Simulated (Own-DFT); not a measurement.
Simulation results for Si₁₂O₂₃ (quartz with two neutral oxygen vacancies, atoms displaced)

A calculation, not a measurement: plane-wave PBE and HSE06 DFT by an unreviewed code, no spin, of a simulated cell at Gamma alone, so results move with cell size and shape, stress positive in tension, energies less offsets, not probed for a lower state with spin; oxygen file: force components 24 meV/angstrom off all-electron in a glass; k mesh not checked against a denser one; forces and stress are PBE's, HSE06 gives the energy alone, and its difference from PBE has offsets of its own; offsets are fitted by least squares, one for each functional and potential file, so energies compare only between cells with the same atoms and settings and are not formation energies; the far tail of each file's local potential was reset to the Coulomb form; each entry is a single point on an unrelaxed cell, so the pressure reflects the starting lattice, mostly measured values (interpolated for alloys), from which strain is counted, and rises with the displacements; printed positions are rounded, which can move forces by about a meV/angstrom; the program, named Own-DFT, is a retired in-house code; no spin-orbit coupling. Program: Own-DFT development build.

Common to all runs: first functional PBE; second functional HSE06; exact exchange share 0.25; screening 0.11 1/bohr; exchange divergence Gygi-Baldereschi; potential files PseudoDojo norm-conserving, scalar-relativistic, made for PBE, standard set; wave cutoff 48 hartree; occupations fixed; k mesh 1 x 1 x 1 centred on Gamma.

(1) 
```xyz
70
Lattice="9.8268 0.0000 0.0000 -4.9134 8.5103 0.0000 0.0000 0.0000 10.8104" Properties=species:S:1:pos:R:3:force_x:R:1:force_y:R:1:force_z:R:1 formula=Si12O23 PBE_energy_of_cell_above_offsets=-21.275 HSE06_less_PBE_above_offsets=-0.046 PBE_pressure=7.62 PBE_stress_xx=-6.37 PBE_stress_yy=-8.07 PBE_stress_zz=-8.43 PBE_stress_yz=-0.97 PBE_stress_xz=-0.51 PBE_stress_xy=0.47
Si     2.2865     0.0511    10.8083      1.929     -1.616       0.04
Si     8.6483     2.0266     3.5568      1.871     -1.754      2.486
Si     1.3332     2.2802     1.8086     -0.167     -0.271      0.615
O      1.3729     1.1634     0.6271     -0.741      0.806      0.624
O      2.8032     2.4987     2.4693     -1.539      0.358     -1.476
O      3.2625     0.6337     4.2592      0.639     -0.319     -0.647
O     -1.0551     3.1020     4.7422     -0.608      0.614      0.315
O      0.2988     1.7731     2.9647      0.502     -0.168     -0.451
O      0.7799     3.6427     1.1874     -0.126      0.502     -0.225
Si     2.3820     0.0078     5.3968     -3.203      0.906      0.151
Si    -1.1221     1.9903     8.9476     -2.179      2.016      1.618
Si     1.2883     2.2175     7.1676      2.178      2.684      4.823
O      1.3731     1.1652     6.0835      1.088      -4.44     -3.968
O      3.2761     0.6866     9.6781     -0.639     -2.503      1.228
O     -1.0591     3.1144    10.1366      -1.32     -1.041     -0.219
O      0.2700     1.7647     8.3785      3.544     -0.652     -1.853
O      0.8482     3.6067     6.4983     -0.933      1.413     -0.348
Si    -0.1786     4.2165    10.8065      1.081      1.231       0.65
Si    -3.5882     6.2461     3.6379     -1.003      0.233     -1.505
Si    -1.0984     6.4852     1.8083     -1.864      1.351      0.264
O     -1.0790     5.3952     0.6719     -0.163     -1.292     -0.958
O      0.3334     6.6752     2.4668      -0.77      1.419     -1.541
O      0.7954     4.8609     4.1974     -0.074      0.702      0.483
O     -3.5088     7.4020     4.7334     -0.175      0.301      0.765
O     -2.1264     6.0139     3.0138      0.514     -0.178     -0.467
O     -1.6211     7.8828     1.1194     -0.199     -0.053      0.332
Si    -0.1730     4.2877     5.3887      2.148     -1.743     -0.809
Si    -3.6038     6.2596     9.0042     -0.448     -0.301     -0.793
Si    -1.1393     6.4959     7.1813      0.957      0.721      1.026
O     -1.1181     5.3735     6.0466     -0.368      0.375     -0.127
O      0.3445     6.7201     7.8910     -2.966      1.106     -3.516
O      0.7411     4.8425     9.6572      1.164      1.489     -1.115
O     -3.5066     7.3870    10.1457     -0.375      0.143      0.204
O     -2.1253     6.0503     8.3422     -1.003      -0.41       0.89
O     -1.6862     7.8690     6.5373      1.535     -0.484      1.356
Si     2.2975     8.4937    10.7979      1.154     -0.073     -1.742
Si     3.7720     1.9996     3.6123      0.274      0.739      0.819
Si     6.2392     2.2834     1.8262     -1.912     -2.908      -1.72
O      6.2811     1.1005     0.5884     -0.909       2.15      1.806
O      7.6583     2.4711     2.4465      0.026      1.231     -1.203
O      8.1483     0.6306     4.2419     -0.143      0.063      -0.19
O      3.8172     3.1211     4.7609      0.585      0.948      0.822
O      5.1909     1.7503     2.9477      1.583     -0.295     -0.416
O      5.6789     3.5809     1.1422      0.376      1.219      0.183
Si     2.3009     8.4757     5.4081      0.385      3.678     -0.433
Si     3.7776     1.9838     8.9812      0.454       3.53     -3.228
Si     6.2219     2.2703     7.2291     -1.194     -0.292      2.227
O      6.2957     1.1902     6.0543      0.258     -2.033     -1.156
O      7.7276     2.5510     7.8080     -0.776      0.224     -0.527
O      8.2269     0.6722     9.6339     -2.146     -3.122      1.794
O      3.8110     3.1845    10.1855     -1.301     -2.377     -1.527
O      5.7336     3.6255     6.5534     -0.341      1.459     -0.606
Si     4.7660     4.2418     0.0067      0.713       1.28     -0.553
Si     1.3410     6.2945     3.5843       0.24     -2.723      1.242
Si     3.7669     6.5065     1.7811      0.191      0.755      0.402
O      3.8427     5.3855     0.6575     -0.153     -0.162     -0.432
O      5.2032     6.7774     2.4434      1.323     -0.388      0.906
O      5.6457     4.8519     4.2657      2.936      2.323     -3.464
O      1.4199     7.3773     4.7384     -1.533     -0.586      0.233
O      2.7747     6.0341     2.9535      0.488     -0.311      0.085
O      3.2453     7.9018     1.1411      0.223     -0.262      0.155
Si     4.8036     4.3020     5.3981     -2.677     -3.677      2.807
Si     1.3081     6.2881     9.0060      1.148     -4.853       0.88
Si     3.7164     6.5055     7.2080      1.221      0.801      0.099
O      3.8747     5.3795     6.1044     -0.803     -0.086     -0.804
O      5.1673     6.7587     7.8509      1.274      0.211       0.59
O      5.6941     4.8494     9.6185      0.409      0.354      0.235
O      1.3364     7.3069    10.1618      0.978      3.028      2.474
O      2.7908     5.9990     8.3866     -1.352     -0.152      0.912
O      3.2518     7.8968     6.5150      0.712     -0.836      1.472
```

Units: PBE_energy_of_cell_above_offsets, HSE06_less_PBE_above_offsets in eV; PBE_pressure, PBE_stress_xx, PBE_stress_yy, PBE_stress_zz, PBE_stress_yz, PBE_stress_xz, PBE_stress_xy in GPa; force_x, force_y, force_z in eV/Å.

(2) 
```xyz
70
Lattice="9.8268 0.0000 0.0000 -4.9134 8.5103 0.0000 0.0000 0.0000 10.8104" Properties=species:S:1:pos:R:3:force_x:R:1:force_y:R:1:force_z:R:1 formula=Si12O23 PBE_energy_of_cell_above_offsets=-21.262 HSE06_less_PBE_above_offsets=-0.009 PBE_pressure=7.53 PBE_stress_xx=-9.46 PBE_stress_yy=-5.96 PBE_stress_zz=-7.16 PBE_stress_yz=1.5 PBE_stress_xz=0.42 PBE_stress_xy=1.09
Si    -2.6141     8.4777     0.0367     -1.003      2.224     -1.296
Si     8.6718     1.9716     3.5684       -0.5     -0.092      5.026
Si     1.3033     2.2528     1.8068     -0.588      0.078      0.735
O      1.3697     1.1879     0.6385      0.361     -1.847     -1.118
O      2.7539     2.5077     2.4262      0.922      0.202      0.206
O      3.2988     0.6103     4.2615      0.016     -0.099     -0.219
O      0.3199     1.7734     3.0060       1.39     -0.603     -0.816
O      0.7793     3.6199     1.1752      0.617      0.685      0.331
Si    -2.5332     8.4474     5.4262     -2.886      2.555     -1.541
Si    -1.0895     1.9928     8.9753      -4.96      0.479      3.441
Si     1.3309     2.2506     7.2477     -3.988     -1.124     -3.254
O      1.3623     1.1305     6.0249      0.684     -0.529      0.413
O      2.6969     2.5092     7.8340      5.058      0.183      2.778
O      3.2014     0.6319     9.6588     -0.071     -0.741      0.073
O     -1.1054     3.0817    10.1959      1.413      1.495      0.319
O      0.2783     1.7588     8.4114      4.973     -0.768     -2.323
O      0.8557     3.6476     6.5614     -0.328      0.415      0.166
Si    -0.0617     4.2774     0.0030     -3.841     -1.523      0.255
Si    -3.6264     6.3057     3.5911      0.675     -1.483     -0.896
Si    -1.1763     6.5415     1.8211       0.63     -1.777     -0.402
O     -1.0670     5.3974     0.6385      0.032      0.396      0.197
O      0.2632     6.7434     2.4770      0.592      0.514      -0.17
O      0.7830     4.9067     4.2021      -0.75     -2.977      1.649
O     -3.5442     7.3294     4.7618      0.799      2.382      2.017
O     -2.1587     6.0094     2.9808     -0.079      0.227     -0.263
O     -1.6786     7.8968     1.1429      0.827      0.094      1.305
Si    -0.1411     4.2777     5.4072     -0.133     -4.004     -2.065
Si    -3.5759     6.2521     9.0062     -1.746     -0.667      0.464
Si    -1.1805     6.4962     7.2029      3.443      0.675     -0.137
O     -1.0683     5.3843     6.0540     -0.915      1.258      0.378
O      0.3195     6.7641     7.8970     -1.877      0.142     -1.312
O      0.7708     4.9093     9.6401       0.57     -1.302     -0.116
O     -3.5134     7.3359    10.1922     -0.379     -0.123      0.042
O     -2.1737     6.0379     8.2984     -0.903     -1.184      1.717
O     -1.7058     7.8973     6.6304      1.126     -0.275      0.792
Si     7.1989     0.0207    10.7741      1.298     -0.628      2.647
Si     3.7837     2.0118     3.5576     -0.784     -0.768      1.463
Si     6.1951     2.2839     1.7836      2.293     -2.201      0.402
O      6.2813     1.1358     0.6173     -1.061      1.474      1.197
O      7.7091     2.4960     2.4347     -2.066      0.589     -1.921
O      3.8572     3.1062     4.7568     -0.812     -0.699     -0.694
O      5.2433     1.7531     2.9720      0.342     -0.012     -0.358
O      5.7147     3.6280     1.1441      0.341      0.922      0.679
Si     2.3424     8.4707     5.4465     -0.364      2.296     -3.081
Si     3.7564     1.9796     9.0142     -0.709      1.072     -0.299
Si     6.2017     2.2498     7.2400      1.884     -0.326     -0.812
O      6.3073     1.1136     6.0948     -0.568       -0.2     -0.199
O      7.6993     2.4654     7.8487     -0.769      0.429     -0.671
O      8.1404     0.6471     9.7134      1.661      0.802     -2.333
O      3.8312     3.1252    10.1477      0.084      0.428      0.666
O      5.2187     1.7844     8.3878     -0.667     -0.644      0.706
O      5.6891     3.6022     6.5548      0.153      0.634      0.169
Si     4.7891     4.2606     0.0451     -1.357      0.149      -2.45
Si     1.3079     6.1982     3.5903     -0.405      3.338     -0.681
Si     3.7424     6.5056     1.8342      0.076      0.651     -1.735
O      3.8497     5.4073     0.6419     -0.334     -0.141      0.211
O      5.1985     6.7509     2.4359       0.27      0.627     -0.191
O      5.7221     4.9339     4.2158     -1.452     -2.397      1.579
O      1.3974     7.3421     4.7411      0.128      0.434      0.523
O      2.7177     5.9850     2.9203       0.87     -0.689      0.218
O      3.2811     7.8819     1.1438     -0.788      0.647     -0.382
Si     4.7619     4.2246     5.4016      1.898      1.197      -1.31
Si     1.3129     6.2507     9.0427     -0.608      2.458      0.265
Si     3.7685     6.4553     7.2222     -0.845      1.384     -0.591
O      3.8435     5.3748     6.0165     -0.723      0.776      0.757
O      5.1791     6.7649     7.8932      0.885      0.053      0.102
O      5.6672     4.8626     9.6299      0.695       0.29     -0.189
O      1.3311     7.4184    10.2192      -0.98     -2.222     -1.388
O      2.7221     6.0345     8.3792      1.562     -0.576     -0.455
O      3.2451     7.9175     6.5975      1.672     -2.032      1.785
```

Units: PBE_energy_of_cell_above_offsets, HSE06_less_PBE_above_offsets in eV; PBE_pressure, PBE_stress_xx, PBE_stress_yy, PBE_stress_zz, PBE_stress_yz, PBE_stress_xz, PBE_stress_xy in GPa; force_x, force_y, force_z in eV/Å.

(3) 
```xyz
70
Lattice="9.8268 0.0000 0.0000 -4.9134 8.5103 0.0000 0.0000 0.0000 10.8104" Properties=species:S:1:pos:R:3 formula=Si12O23
Si     2.2886     0.0195    10.8054
Si     8.6638     1.9992     3.6379
Si     1.3490     2.2976     1.8160
O      1.3888     1.1621     0.6537
O      2.7590     2.4791     2.5007
O      3.2367     0.5884     4.2184
O     -1.0422     3.0803     4.8023
O      0.3219     1.7015     2.9556
O      0.7963     3.5981     1.1947
Si    -2.6227     8.4962     5.3812
Si     8.6280     1.9766     8.9724
Si     1.2897     2.2526     7.1701
O      1.4001     1.1684     6.0294
O      2.7398     2.5021     7.8998
O      3.2571     0.6381     9.6783
O     -1.1153     3.1773    10.1684
O      0.3093     1.7194     8.3552
O      0.7463     3.6700     6.5630
Si    -0.1147     4.2461    10.7965
Si    -3.5919     6.2231     3.6280
Si    -1.2296     6.4946     1.7970
O     -1.0391     5.3654     0.6999
O      0.3097     6.7796     2.4368
O      0.7965     4.8843     4.2504
O     -3.4862     7.3767     4.7676
O     -2.1583     5.9675     2.9737
O     -1.6966     7.8586     1.1471
Si    -0.1718     4.2907     5.4042
Si    -3.6111     6.2669     8.9993
Si    -1.1927     6.5222     7.1851
O     -1.0856     5.3843     6.0602
O      0.3330     6.8213     7.8589
O      0.7364     4.8042     9.6172
O     -3.5930     7.3008    10.1496
O     -1.6464     7.8071     6.5495
Si     2.2855     8.4791     0.0112
Si     3.7728     2.0203     3.5395
Si     6.2424     2.2536     1.7518
O      6.2520     1.1224     0.6314
O      7.6441     2.5117     2.3773
O      8.1754     0.6542     4.2039
O      3.8547     3.1432     4.7625
O      5.1789     1.8264     2.9472
O      5.7059     3.6621     1.1334
Si     2.3134     8.4873     5.4269
Si     3.7394     1.9864     9.0319
Si     6.2558     2.2797     7.2394
O      6.2627     1.1425     6.0269
O      7.6829     2.4573     7.8451
O      8.1102     0.6148     9.6392
O      3.8558     3.1057    10.1807
O      5.2322     1.7069     8.3654
O      5.7063     3.6460     6.5955
Si     4.7830     4.2222     0.0067
Si     1.3200     6.2912     3.5999
Si     3.8167     6.5089     1.7557
O      3.8571     5.4227     0.6606
O      5.2158     6.7462     2.4642
O      5.6980     4.9117     4.2731
O      1.3530     7.3681     4.7701
O      2.7150     6.0580     2.9203
O      3.1735     7.8891     1.1624
Si     4.7466     4.2451     5.3966
Si     1.3411     6.2208     8.9630
Si     3.7162     6.5344     7.1755
O      3.8037     5.3583     6.0245
O      5.7419     4.8746     9.5968
O      1.3623     7.3837    10.1371
O      2.7461     6.0846     8.3887
O      3.2961     7.9157     6.5824
```

Q: Give the missing PBE stress xx for Si₁₂O₂₃ (quartz with two neutral oxygen vacancies, atoms displaced) (entry 3).
A: -6.07 GPa

Q: Give the table of force values for Si₁₂O₂₃ (quartz with two neutral oxygen vacancies, atoms displaced) (entry 3).
A: 
Force:
| element | x (eV/Å) | y (eV/Å) | z (eV/Å) |
| --- | --- | --- | --- |
| Si | -0.591 | -1.512 | -0.282 |
| Si | 1.349 | 1.708 | -3.372 |
| Si | -1.613 | -2.655 | 1.039 |
| O | -0.106 | -0.078 | -0.271 |
| O | -1.295 | 1.597 | -2.38 |
| O | 0.629 | 1.096 | -0.465 |
| O | -0.712 | 0.404 | 0.057 |
| O | -0.556 | 0.613 | 0.178 |
| O | -0.739 | 2.569 | -1.487 |
| Si | 2.514 | 1.508 | 1.219 |
| Si | 2.925 | 0.435 | 3.018 |
| Si | 0.128 | 1.507 | 1.497 |
| O | -0.031 | -1.005 | -0.845 |
| O | -0.787 | 0.301 | -0.965 |
| O | -0.549 | -1.579 | 0.448 |
| O | -0.756 | -2.145 | -1.415 |
| O | -0.822 | 0.054 | 0.229 |
| O | 0.928 | -0.87 | 0.994 |
| Si | -1.019 | -0.52 | 2.058 |
| Si | -0.333 | 1.756 | -0.606 |
| Si | 3.455 | 0.106 | 0.966 |
| O | -0.257 | -0.493 | -0.886 |
| O | -1.707 | 0.054 | -0.502 |
| O | -0.038 | 0.112 | -0.138 |
| O | -1.914 | -1.966 | -0.972 |
| O | -0.155 | -0.387 | 0.452 |
| O | -0.643 | 1.019 | -0.491 |
| Si | 1.322 | -0.763 | -0.894 |
| Si | 0.177 | -0.671 | -5.903 |
| Si | 0.85 | -3.264 | 4.813 |
| O | -1.099 | 0.366 | -0.139 |
| O | -1.46 | -0.48 | -1.044 |
| O | 2.212 | 2.01 | -1.978 |
| O | 1.089 | 3.897 | 3.268 |
| O | -2.13 | 5.178 | -2.808 |
| Si | -0.545 | 0.817 | -1.143 |
| Si | -0.169 | -1.49 | 5.126 |
| Si | -1.958 | 0.116 | 0.503 |
| O | -0.368 | -0.117 | -0.385 |
| O | 2.866 | 0.03 | 2.21 |
| O | -1.897 | -3.374 | 2.278 |
| O | -1.383 | -2.17 | -1.462 |
| O | 3.035 | -0.41 | -1.648 |
| O | 1.103 | -0.774 | 1.363 |
| Si | -0.145 | 1.561 | -1.225 |
| Si | 1.949 | 0.58 | -1.346 |
| Si | -2.751 | -1.193 | -1.573 |
| O | 0.534 | 0.182 | 0.415 |
| O | 0.23 | 1.254 | -1.193 |
| O | 0.252 | -0.085 | 0.051 |
| O | -0.695 | -0.109 | 0.175 |
| O | -0.717 | 0.358 | 0.534 |
| O | -0.142 | 0.521 | -0.47 |
| Si | 0.126 | 2.535 | -1.88 |
| Si | -1.636 | -1.051 | -0.729 |
| Si | -2.365 | 1.865 | 2.456 |
| O | 0.437 | -2.556 | -2.473 |
| O | 1.02 | 0.304 | 0.339 |
| O | -0.268 | -1.626 | 0.489 |
| O | 0.43 | 0.919 | 1.149 |
| O | 2.354 | -0.329 | -0.829 |
| O | 1.655 | -0.686 | 1.175 |
| Si | 1.726 | 0.385 | 1.382 |
| Si | -3.903 | 0.627 | 2.588 |
| Si | 4.39 | -2.429 | 2.098 |
| O | -1.155 | 1.304 | 0.617 |
| O | -1.127 | -2.226 | 1.665 |
| O | -0.623 | -1.398 | -0.374 |
| O | 2.404 | -1.239 | -1.021 |
| O | -0.933 | 2.004 | -1.252 |

Further results for Si₁₂O₂₃ (quartz with two neutral oxygen vacancies, atoms displaced) (entry 3):

* PBE energy of cell above offsets: -20.839 eV
* HSE06 less PBE above offsets: 0.029 eV
* PBE pressure: 7.35 GPa
* PBE stress yy: -9.31 GPa
* PBE stress zz: -6.66 GPa
* PBE stress yz: 0 GPa
* PBE stress xz: -1.23 GPa
* PBE stress xy: 0.58 GPa
